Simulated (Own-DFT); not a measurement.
# One host, several defects: monoclinic HfO2

Source: density functional calculations with Own-DFT, an unreviewed in-house program that is no longer used. Nothing was measured or relaxed, and spin and spin-orbit coupling are left out.

Settings: PBE; PseudoDojo norm-conserving scalar-relativistic files; cutoff 72 hartree; 2 x 2 x 2 k mesh centred on Gamma; Fermi-Dirac smearing of 0.1 eV.

Known weak points (not all hold for every row): a neutral cation vacancy leaves holes that likely carry spin, which these runs leave out; not probed for a lower state with spin; hafnium file: forces about 75 meV/angstrom off all-electron values; oxygen file: force components 24 meV/angstrom off all-electron in a glass; forces on such cells passed a denser k mesh, each cell not checked; stress not checked against mesh or cutoff.

All runs share one cell, with vectors in Å (10.234, 0.000, 0.000); (0.000, 10.350, 0.000); (-1.696, 0.000, 10.445) and a volume of 1106.4 Å³. The atoms are randomly displaced, by u rms on each axis. The defect's site can differ from row to row.

| cell | formula | u (Å) | P (GPa) |
|---|---|---|---|
| no defect | Hf32O64 | 0.0195 | 3.78 |
| no defect | Hf32O64 | 0.0484 | 6.26 |
| no defect | Hf32O64 | 0.0510 | 6.26 |
| one Si on a Hf site | Hf31O64Si | 0.0293 | 2.86 |
| one Si on a Hf site | Hf31O64Si | 0.0309 | 2.89 |
| one Si on a Hf site | Hf31O64Si | 0.0532 | 4.83 |
| two Al on a Hf site each and one O vacancy | Al2Hf30O63 | 0.0289 | 1.81 |
| two Al on a Hf site each and one O vacancy | Al2Hf30O63 | 0.0485 | 3.34 |
| two Al on a Hf site each and one O vacancy | Al2Hf30O63 | 0.0511 | 2.64 |
| one O vacancy | Hf32O63 | 0.0286 | 4.41 |
| one O vacancy | Hf32O63 | 0.0313 | 3.95 |
| one O vacancy | Hf32O63 | 0.0533 | 5.82 |
| one Hf vacancy | Hf31O64 | 0.0283 | 3.83 |
| one Hf vacancy | Hf31O64 | 0.0312 | 3.68 |
| one Hf vacancy | Hf31O64 | 0.0472 | ? |
| one Hf vacancy | Hf31O64 | 0.0543 | 5.22 |

## Working it out

P = P0 + c u² + a shift for each defect gives P0 = 3.85 GPa, c = 891 ± 100 GPa/Å² and a scatter of 0.35 GPa. The shifts, and each times the cell's volume:

- one O vacancy: -0.50 ± 0.29 GPa, -3.4 eV (not resolved)
- one Hf vacancy: -1.01 ± 0.29 GPa, -7.0 eV
- one Si on a Hf site: -1.70 ± 0.29 GPa, -11.8 eV
- two Al on a Hf site each and one O vacancy: -2.98 ± 0.29 GPa, -20.6 eV

Against the defect-free cell, a freed cell would be larger where the shift is positive and smaller where it is negative (160.2 GPa Å³ is 1 eV). The atoms around the defects weren't relaxed, which would change these numbers.

## Test on the hidden row

The question: what pressure belongs in the blank (one Hf vacancy, u = 0.0472 Å)?

The fit gives 4.83 ± 0.41 GPa. Computed: 5.10 GPa.
